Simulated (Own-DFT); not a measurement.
# Computed records: Hf32O63 (monoclinic hafnia with one vacancy, atoms displaced)

Computed with Own-DFT development build. A calculation, not a measurement: plane-wave density functional theory by an unreviewed code, no spin, of a simulated periodic cell, stress positive in tension, run twice, with PBE and with PBEsol, both on files made for PBE, so the change isn't that of files made for PBEsol, defect cell not probed for a lower state with spin; hafnium file: forces about 75 meV/angstrom off all-electron values; oxygen file: force components 24 meV/angstrom off all-electron in one glass; forces on such cells passed a denser k mesh, this cell's mesh not checked; the far tail of each file's local potential was reset to the Coulomb form; each entry is a single point on an unrelaxed cell, so the pressure reflects the starting lattice, mostly measured values (interpolated for alloys), from which strain is counted, and rises with the displacements; printed positions are rounded, which can move forces by about a meV/angstrom; the program, named Own-DFT, is a retired in-house code; no spin-orbit coupling; stress was not checked against mesh or cutoff.

```yaml
- formula: Hf32O63
  kind: "monoclinic hafnia with one vacancy, atoms displaced"
  structure:
    cell_angstrom: [[10.234, 0.0, 0.0], [0.0, 10.35, 0.0], [-1.6955, 0.0, 10.4453]]
    atoms_fractional:
      - [Hf, 0.14206, 0.02452, 0.10562]
      - [Hf, 0.36358, 0.26765, 0.14869]
      - [Hf, 0.35961, 0.48256, 0.393]
      - [Hf, 0.13812, 0.22607, 0.35109]
      - [O, 0.03632, 0.17248, 0.17025]
      - [O, 0.4577, 0.41829, 0.07405]
      - [O, 0.46343, 0.33259, 0.32438]
      - [O, 0.03789, 0.0809, 0.42293]
      - [O, 0.2267, 0.38294, 0.23934]
      - [O, 0.27688, 0.12977, 0.00225]
      - [O, 0.27996, 0.12758, 0.25637]
      - [O, 0.22246, 0.36553, 0.48841]
      - [Hf, 0.13966, 0.01614, 0.60697]
      - [Hf, 0.36258, 0.26853, 0.64407]
      - [Hf, 0.36394, 0.47573, 0.89106]
      - [Hf, 0.13881, 0.23007, 0.85008]
      - [O, 0.03851, 0.16528, 0.67783]
      - [O, 0.46312, 0.41212, 0.57689]
      - [O, 0.46684, 0.32708, 0.82522]
      - [O, 0.03381, 0.09419, 0.92283]
      - [O, 0.22248, 0.37745, 0.74504]
      - [O, 0.27373, 0.12761, 0.51088]
      - [O, 0.27092, 0.12131, 0.76113]
      - [O, 0.22651, 0.37154, 0.98854]
      - [Hf, 0.13724, 0.52144, 0.09838]
      - [Hf, 0.36666, 0.76999, 0.15323]
      - [Hf, 0.36023, 0.97842, 0.3929]
      - [Hf, 0.14224, 0.73244, 0.35597]
      - [O, 0.03559, 0.66961, 0.17312]
      - [O, 0.46513, 0.91904, 0.07664]
      - [O, 0.46269, 0.82941, 0.32605]
      - [O, 0.03641, 0.58351, 0.41747]
      - [O, 0.21787, 0.87408, 0.2358]
      - [O, 0.28107, 0.62785, 0.01128]
      - [O, 0.22446, 0.87046, 0.49419]
      - [Hf, 0.13977, 0.51789, 0.60858]
      - [Hf, 0.36153, 0.77509, 0.65095]
      - [Hf, 0.36259, 0.97725, 0.89824]
      - [Hf, 0.13412, 0.72865, 0.85747]
      - [O, 0.04281, 0.66558, 0.67628]
      - [O, 0.46554, 0.91621, 0.57428]
      - [O, 0.46203, 0.83077, 0.82045]
      - [O, 0.03132, 0.57771, 0.92439]
      - [O, 0.22273, 0.87712, 0.74154]
      - [O, 0.27743, 0.62352, 0.51181]
      - [O, 0.27626, 0.6218, 0.76272]
      - [O, 0.22203, 0.87629, 0.98689]
      - [Hf, 0.63399, 0.01835, 0.10813]
      - [Hf, 0.86233, 0.26977, 0.1481]
      - [Hf, 0.85926, 0.48583, 0.39077]
      - [Hf, 0.63774, 0.227, 0.35193]
      - [O, 0.53689, 0.16335, 0.16971]
      - [O, 0.96255, 0.41664, 0.08206]
      - [O, 0.96384, 0.33455, 0.32972]
      - [O, 0.53459, 0.08482, 0.4227]
      - [O, 0.72359, 0.37404, 0.24385]
      - [O, 0.77333, 0.13411, 0.00721]
      - [O, 0.77482, 0.12595, 0.26284]
      - [O, 0.72622, 0.36481, 0.49232]
      - [Hf, 0.64008, 0.0164, 0.60684]
      - [Hf, 0.85862, 0.26971, 0.64374]
      - [Hf, 0.86213, 0.48092, 0.89793]
      - [Hf, 0.63938, 0.23272, 0.84994]
      - [O, 0.53816, 0.16146, 0.681]
      - [O, 0.96338, 0.41731, 0.58202]
      - [O, 0.96622, 0.33344, 0.82409]
      - [O, 0.53468, 0.0849, 0.9301]
      - [O, 0.72359, 0.38111, 0.74006]
      - [O, 0.77889, 0.12327, 0.51213]
      - [O, 0.77743, 0.11907, 0.76069]
      - [O, 0.72479, 0.37204, 0.98989]
      - [Hf, 0.64017, 0.5175, 0.10616]
      - [Hf, 0.85332, 0.77156, 0.14452]
      - [Hf, 0.86548, 0.98339, 0.39751]
      - [Hf, 0.63473, 0.72801, 0.3521]
      - [O, 0.53666, 0.66857, 0.17181]
      - [O, 0.96055, 0.91683, 0.07647]
      - [O, 0.9613, 0.83388, 0.32334]
      - [O, 0.53747, 0.57526, 0.42519]
      - [O, 0.72815, 0.87645, 0.23757]
      - [O, 0.77789, 0.63216, 0.0081]
      - [O, 0.77856, 0.62161, 0.26737]
      - [O, 0.72339, 0.87545, 0.49062]
      - [Hf, 0.63742, 0.51856, 0.60317]
      - [Hf, 0.86095, 0.76917, 0.6441]
      - [Hf, 0.86049, 0.97383, 0.8964]
      - [Hf, 0.63896, 0.72966, 0.84875]
      - [O, 0.53614, 0.66029, 0.67432]
      - [O, 0.96183, 0.91432, 0.57487]
      - [O, 0.9658, 0.83948, 0.8265]
      - [O, 0.54171, 0.58321, 0.92373]
      - [O, 0.7297, 0.87968, 0.74469]
      - [O, 0.76779, 0.62692, 0.50729]
      - [O, 0.77675, 0.6191, 0.75831]
      - [O, 0.72538, 0.87351, 0.98871]
  settings:
    functional: "PBE, then PBEsol"
    potential_files: "PseudoDojo norm-conserving, scalar-relativistic, standard set"
    "wave_cutoff [hartree]": 72.0
    occupations: Fermi-Dirac
    "smearing_width [eV]": 0.1
    k_mesh: "2 x 2 x 2 centred on Gamma"
  results:
    "PBE_pressure [GPa]": 3.92
    "PBE_stress_xx [GPa]": -3.87
    "PBE_stress_yy [GPa]": -3.61
    "PBE_stress_zz [GPa]": -4.26
    "PBE_stress_yz [GPa]": -0.16
    "PBE_stress_xz [GPa]": 0.02
    "PBE_stress_xy [GPa]": 0.46
    "PBEsol_pressure [GPa]": -2.46
    "PBEsol_stress_xx [GPa]": 2.55
    "PBEsol_stress_yy [GPa]": 2.7
    "PBEsol_stress_zz [GPa]": 2.14
    "PBEsol_stress_yz [GPa]": -0.14
    "PBEsol_stress_xz [GPa]": 0.36
    "PBEsol_stress_xy [GPa]": 0.45
    force_element: [Hf, Hf, Hf, Hf, O, O, O, O, O, O, O, O, Hf, Hf, Hf, Hf, O, O, O, O, O, O, O, O, Hf, Hf, Hf, Hf, O, O, O, O, O, O, O, Hf, Hf, Hf, Hf, O, O, O, O, O, O, O, O, Hf, Hf, Hf, Hf, O, O, O, O, O, O, O, O, Hf, Hf, Hf, Hf, O, O, O, O, O, O, O, O, Hf, Hf, Hf, Hf, O, O, O, O, O, O, O, O, Hf, Hf, Hf, Hf, O, O, O, O, O, O, O, O]
    "PBE_force_x [eV/angstrom]": [-1.335, 0.061, -0.568, -0.742, 0.513, 1.533, 0.367, 0.125, -0.12, 0.031, -0.353, 0.128, -0.66, -0.178, 0.034, -0.62, -0.631, 0.206, -0.845, -0.641, 0.849, 0.526, 1.204, -0.278, -0.137, -1.245, 0.332, -1.527, 0.506, -0.774, -0.077, -0.174, 0.8, -0.502, 0.356, -0.39, -0.035, 0.005, 0.627, -1.346, -0.196, 0.679, 1.018, -0.026, 0.19, 0.15, 0.012, 1.709, -0.246, 1.317, -0.018, -0.784, 0.227, 0.353, -0.628, -0.27, 0.018, 0.361, -0.313, 0.248, 1.023, -0.258, 0.562, -0.617, 0.334, -0.869, -0.122, -0.083, -0.33, -0.068, -0.344, -0.599, 2.451, -0.189, 0.771, 0.325, 0.841, 0.465, -0.158, -1.425, -0.332, -0.701, -0.285, -0.055, 0.526, 0.6, -0.155, -0.566, 0.558, 0.749, -0.441, -0.575, 0.771, 0.253, -0.885]
    "PBE_force_y [eV/angstrom]": [-0.16, 1.247, -0.93, 1.506, -0.774, 0.304, 0.038, 0.104, 0.429, -0.222, -1.553, 0.398, 1.194, -0.311, 0.226, -0.032, -0.453, 0.237, 1.014, -1.518, 0.55, -0.639, -0.801, 0.078, -0.235, -0.661, 0.698, -1.275, -0.437, -1.056, 0.649, -0.071, 0.926, 0.583, 0.127, -0.385, -1.48, 1.297, -0.049, 0.655, -0.263, 0.494, 1.377, -0.001, 0.598, -0.115, -0.509, 0.951, 0.004, -1.924, 0.542, 0.768, 0.382, -0.315, -0.619, 1.126, -0.479, -0.937, 0.37, 0.982, 0.009, -1.505, -1.251, -0.223, 0.577, 0.823, -0.202, -0.374, 0.241, 0.023, 0.605, -0.502, 0.179, -0.767, -0.073, -0.363, 0.347, 0.18, 0.919, 0.349, -0.353, 0.404, -1.065, -0.703, -0.121, 2.603, -0.655, 0.736, -0.071, -1.257, -0.238, -0.638, 0.689, 0.567, -0.544]
    "PBE_force_z [eV/angstrom]": [-2.085, -1.522, 0.286, 0.806, 0.275, 0.584, 0.273, -0.176, -0.036, 1.419, 0.591, 0.149, 0.298, 0.258, 0.929, 1.145, -1.603, -0.037, 0.109, 0.929, -1.189, -0.411, -0.507, 0.084, 1.48, -2.316, 1.176, -0.605, -0.29, 0.636, 0.734, 0.613, 0.67, 0.401, -0.489, -1.016, -1.117, -0.455, 0.103, -0.298, -0.052, 1.074, -0.598, -0.053, -0.246, 0.061, 0.497, -1.452, -0.78, 1.862, 0.927, 0.687, -0.287, 0.068, -0.034, -0.744, 0.679, -0.028, -0.495, -0.188, 0.772, -0.428, 1.498, -1.368, -0.462, 0.325, -0.748, -0.013, -0.052, -0.299, 0.413, -1.12, 0.029, -0.557, 1.142, 0.22, 0.253, 0.655, -1.199, 0.629, 0.397, -1.542, -0.338, 0.357, 0.048, 0.854, 0.889, -0.201, 0.472, -0.501, -0.058, -1.006, 0.387, -0.012, -0.134]
    "PBEsol_force_x [eV/angstrom]": [-1.294, 0.052, -0.513, -0.729, 0.51, 1.492, 0.343, 0.121, -0.046, -0.032, -0.404, 0.193, -0.629, -0.173, 0.009, -0.606, -0.597, 0.185, -0.828, -0.596, 0.887, 0.451, 1.103, -0.203, -0.197, -1.129, 0.332, -1.609, 0.491, -0.76, -0.08, -0.168, 0.839, -0.557, 0.408, -0.379, -0.038, -0.013, 0.622, -1.296, -0.205, 0.648, 0.996, 0.042, 0.123, 0.082, 0.073, 1.653, -0.242, 1.281, 0.0, -0.758, 0.213, 0.336, -0.608, -0.199, -0.044, 0.283, -0.246, 0.264, 0.992, -0.254, 0.55, -0.586, 0.325, -0.855, -0.12, -0.025, -0.379, -0.133, -0.273, -0.58, 2.395, -0.183, 0.769, 0.312, 0.798, 0.445, -0.15, -1.329, -0.382, -0.742, -0.219, -0.051, 0.501, 0.571, -0.144, -0.528, 0.531, 0.716, -0.416, -0.494, 0.685, 0.177, -0.781]
    "PBEsol_force_y [eV/angstrom]": [-0.109, 1.262, -1.076, 1.438, -0.744, 0.313, 0.019, 0.085, 0.402, -0.233, -1.502, 0.391, 1.215, -0.258, 0.169, -0.09, -0.425, 0.248, 0.975, -1.496, 0.535, -0.63, -0.775, 0.09, -0.244, -0.519, 0.649, -1.216, -0.413, -1.006, 0.619, -0.072, 0.895, 0.559, 0.131, -0.33, -1.394, 1.246, -0.087, 0.648, -0.235, 0.456, 1.325, -0.005, 0.569, -0.114, -0.478, 0.986, 0.054, -1.92, 0.487, 0.752, 0.38, -0.318, -0.623, 1.092, -0.46, -0.897, 0.363, 0.998, 0.064, -1.507, -1.268, -0.186, 0.567, 0.784, -0.23, -0.378, 0.224, 0.024, 0.607, -0.457, 0.241, -0.792, -0.125, -0.328, 0.341, 0.166, 0.88, 0.322, -0.35, 0.395, -1.028, -0.634, -0.055, 2.489, -0.701, 0.732, -0.051, -1.248, -0.246, -0.627, 0.662, 0.562, -0.531]
    "PBEsol_force_z [eV/angstrom]": [-2.075, -1.451, 0.416, 0.769, 0.328, 0.513, 0.208, -0.123, -0.031, 1.387, 0.568, 0.139, 0.269, 0.282, 0.947, 1.091, -1.507, -0.082, 0.05, 0.944, -1.157, -0.403, -0.494, 0.074, 1.335, -2.296, 1.197, -0.558, -0.239, 0.575, 0.648, 0.631, 0.667, 0.387, -0.477, -1.001, -1.047, -0.404, 0.052, -0.228, -0.096, 0.979, -0.525, -0.061, -0.253, 0.058, 0.477, -1.461, -0.739, 1.831, 0.875, 0.72, -0.335, 0.005, 0.003, -0.726, 0.662, -0.019, -0.478, -0.211, 0.782, -0.392, 1.435, -1.288, -0.484, 0.262, -0.673, -0.017, -0.049, -0.297, 0.406, -1.141, 0.048, -0.506, 1.086, 0.28, 0.189, 0.589, -1.111, 0.598, 0.388, -1.49, -0.313, 0.328, 0.079, 0.853, 0.84, -0.141, 0.416, -0.528, -0.01, -0.979, 0.365, -0.009, -0.129]
    "rms_change_of_force_components_from_PBE_to_PBEsol [eV/angstrom]": 0.045
```
